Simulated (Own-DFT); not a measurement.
Simulation results for GaAs (zincblende with one plane slipped along a stacking-fault path, atoms displaced)

A calculation, not a measurement: plane-wave PBE density functional theory by an unreviewed code, no spin, of a simulated periodic cell, stress positive in tension, free energy of the whole cell less one offset for each atom, forces on such cells passed a denser k mesh, this cell's mesh not checked; offsets are fitted by least squares, one for each functional and potential file, so energies compare only between cells with the same atoms and settings and are not formation energies; the far tail of each file's local potential was reset to the Coulomb form; each entry is a single point on an unrelaxed cell, so the pressure reflects the starting lattice, mostly measured values (interpolated for alloys), from which strain is counted, and rises with the displacements; printed positions are rounded, which can move forces by about a meV/angstrom; the program, named Own-DFT, is a retired in-house code; no spin-orbit coupling. Program: Own-DFT development build.

```cif
# cell vector a (Å): 5.6533 -5.6533 0.0000
# cell vector b (Å): 0.0000 5.6533 -5.6533
# cell vector c (Å): 11.7777 11.7777 10.3644
data_GaAs
_symmetry_space_group_name_H-M 'P 1'
_symmetry_Int_Tables_number 1
_cell_length_a 7.9950
_cell_length_b 7.9950
_cell_length_c 19.6176
_cell_angle_alpha 87.080
_cell_angle_beta 90.000
_cell_angle_gamma 120.000
_cell_volume 1084.07
loop_
_atom_site_label
_atom_site_type_symbol
_atom_site_fract_x
_atom_site_fract_y
_atom_site_fract_z
_atom_site_occupancy
Ga1 Ga 0.99971 0.99501 0.99529 1
As1 As 0.99190 0.97540 0.12894 1
Ga2 Ga 0.16878 0.31133 0.16497 1
As2 As 0.15310 0.28416 0.29063 1
Ga3 Ga 0.29864 0.12064 0.33422 1
As3 As 0.29172 0.09006 0.45597 1
Ga4 Ga 0.02078 0.07194 0.49554 1
As4 As 0.02503 0.06983 0.62221 1
Ga5 Ga 0.18129 0.39049 0.66189 1
As5 As 0.19191 0.37479 0.79577 1
Ga6 Ga 0.34430 0.19516 0.83177 1
As6 As 0.33251 0.18001 0.95866 1
Ga7 Ga 0.99499 0.48462 0.99904 1
As7 As 0.99525 0.47893 0.12399 1
Ga8 Ga 0.15394 0.81421 0.16357 1
As8 As 0.14021 0.77219 0.29245 1
Ga9 Ga 0.31006 0.61426 0.33145 1
As9 As 0.28766 0.58181 0.45762 1
Ga10 Ga 0.04024 0.58113 0.50564 1
As10 As 0.03426 0.56648 0.61894 1
Ga11 Ga 0.18825 0.88431 0.66482 1
As11 As 0.19133 0.87152 0.78810 1
Ga12 Ga 0.34610 0.69514 0.83615 1
As12 As 0.33005 0.66978 0.95858 1
Ga13 Ga 0.49716 0.99773 0.99563 1
As13 As 0.48052 0.98320 0.12615 1
Ga14 Ga 0.66378 0.30373 0.16760 1
As14 As 0.65186 0.27748 0.28959 1
Ga15 Ga 0.80789 0.11004 0.33084 1
As15 As 0.81147 0.11244 0.45654 1
Ga16 Ga 0.53457 0.07464 0.49825 1
As16 As 0.52598 0.05350 0.62673 1
Ga17 Ga 0.68741 0.39338 0.66453 1
As17 As 0.68358 0.35602 0.79373 1
Ga18 Ga 0.84800 0.19677 0.83549 1
As18 As 0.82139 0.15567 0.96353 1
Ga19 Ga 0.51064 0.50902 0.99598 1
As19 As 0.47826 0.48333 0.11908 1
Ga20 Ga 0.66399 0.80851 0.16685 1
As20 As 0.64587 0.80174 0.29028 1
Ga21 Ga 0.80172 0.60800 0.33403 1
As21 As 0.79539 0.58549 0.45903 1
Ga22 Ga 0.54288 0.59727 0.49599 1
As22 As 0.52793 0.54385 0.62846 1
Ga23 Ga 0.68966 0.89599 0.66845 1
As23 As 0.68528 0.86251 0.79628 1
Ga24 Ga 0.84808 0.69328 0.83334 1
As24 As 0.84316 0.68386 0.96312 1
_calc_functional 'PBE'
_calc_potential_files 'PseudoDojo norm-conserving, scalar-relativistic, standard set'
_calc_wave_cutoff 42  # hartree
_calc_occupations 'Fermi-Dirac'
_calc_smearing_width 0.1  # eV
_calc_hardware 'one NVIDIA H100'
_calc_k_mesh '4 x 4 x 2 centred on Gamma'
_calc_free_energy_of_cell_above_offsets '-10.638'  # eV
_calc_pressure 6.25  # GPa
_calc_stress_xx -7.71  # GPa
_calc_stress_yy -6.63  # GPa
_calc_stress_zz -4.4  # GPa
_calc_stress_yz 0.3  # GPa
_calc_stress_xz -0.92  # GPa
_calc_stress_xy 3.17  # GPa
_calc_wall_time 802.7  # s
```

Force:
```
element  x (eV/Å)  y (eV/Å)  z (eV/Å)
     Ga     1.315     1.457    -0.013
     As    -0.747     -0.11    -1.505
     Ga    -0.813     0.779     0.763
     As    -0.923     0.908    -0.915
     Ga      0.69    -2.027     0.918
     As    -1.376    -0.215    -1.252
     Ga      5.18    -1.534      3.07
     As    -0.129    -0.534     0.745
     Ga     1.374    -0.006     0.614
     As    -1.411    -0.251    -0.392
     Ga     0.355    -0.104     0.317
     As       0.1    -0.851    -0.172
     Ga     0.125       0.6    -0.067
     As     0.146     0.044    -0.077
     Ga     0.462    -0.138     1.507
     As    -0.342     0.639    -1.061
     Ga     0.195     0.002      0.32
     As    -2.302    -1.114    -1.481
     Ga     0.165    -0.033    -0.119
     As     0.782     2.026     1.523
     Ga    -0.134     0.389    -0.595
     As    -0.192     0.468     0.578
     Ga     0.041    -0.107    -0.416
     As     0.063    -0.064     0.035
     Ga    -0.278     1.449     0.893
     As     0.418    -1.424    -0.329
     Ga    -0.823     0.383    -0.736
     As    -0.462     1.565    -0.148
     Ga     1.156     0.213     -0.33
     As    -5.072     1.505    -3.208
     Ga     1.707     0.764     1.778
     As    -0.553     0.226    -0.936
     Ga     1.391    -1.264     1.374
     As    -0.344     0.352     -1.02
     Ga     0.563    -0.482     0.626
     As     0.211    -0.831    -1.257
     Ga    -0.386     0.511     0.221
     As     1.967    -0.948    -0.094
     Ga    -1.169     0.551     0.006
     As    -0.171    -1.021     1.422
     Ga    -0.104     -0.19    -0.229
     As    -1.749    -1.167     -1.25
     Ga     2.825     1.056     1.753
     As    -1.365     1.504    -2.203
     Ga     0.428    -0.806     1.061
     As     -0.41     0.132    -0.718
     Ga      0.47     -0.34     0.387
     As    -0.876    -1.966     0.611
```
